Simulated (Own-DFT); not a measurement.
# Shaking the atoms of monoclinic HfO2, 96 atoms (Hf32O64)

Calculated results; nothing here was measured. They come from Own-DFT, an in-house plane-wave density functional program, since retired, whose code no person has reviewed. Each row is one single-point run on a periodic cell that was not relaxed, without spin or spin-orbit coupling.

Settings of every run: PBEsol; PseudoDojo norm-conserving scalar-relativistic files, made for PBE; cutoff 72 hartree; 2 x 2 x 2 k mesh centred on Gamma; Fermi-Dirac smearing of 0.1 eV.

Known limits: hafnium file: forces about 75 meV/angstrom off all-electron values; oxygen file: force components 24 meV/angstrom off all-electron in a glass; forces on such cells passed a denser k mesh, each cell not checked; stress not checked against mesh or cutoff.

Cell vectors in Å: (10.234, 0.000, 0.000); (0.000, 10.350, 0.000); (-1.696, 0.000, 10.445). In each run every atom was moved at random and independently from its ideal site; u is the rms move along one axis. E is the free energy for each atom above the fitted value at u = 0, and F the rms of the force components.

| run | u (Å) | E (meV/atom) | F (eV/Å) | largest force (eV/Å) | P (GPa) |
|---|---|---|---|---|---|
| 1 | 0.0213 | 12.7 | 0.469 | 1.70 | -2.23 |
| 2 | 0.0217 | 11.2 | 0.457 | 1.59 | -2.34 |
| 3 | 0.0452 | 50.6 | 0.990 | 3.71 | -1.30 |
| 4 | 0.0522 | 71.5 | 1.195 | 5.05 | -0.30 |
| 5 | 0.0777 | ? | ? | ? | ? |
| 6 | 0.0800 | 166.3 | 1.963 | 9.83 | 3.32 |
| 7 | 0.1160 | 348.5 | 2.870 | 12.49 | 9.33 |

## Worked fit

For small independent moves the energy grows as E = (3/2) K u², with K the mean stiffness felt by one atom. The runs with u up to 0.11 Å give K = 17.2 ± 0.5 eV/Å², with residuals divided by u² + 0.0006 Å², since the noise grows with the moves. The scatter is 2.9 meV/atom at u = 0.05 Å. The forces follow F = G u with G = 22.5 eV/Å²; no force at u = 0 is resolved. G exceeds K because the moves of its neighbours add to the force on an atom, and stiffness differs between atoms. The pressure follows P = -2.87 + 949 u² GPa: at fixed volume, shortened bonds push harder than stretched ones pull.

## Withheld run

Question: what energy and rms force should run 5 give?

The fit gives 155 ± 8 meV/atom and about 1.75 eV/Å. The calculation gave 129.6 meV/atom and 1.584 eV/Å. This run lies off the fit, by chance or by something that the fit leaves out.
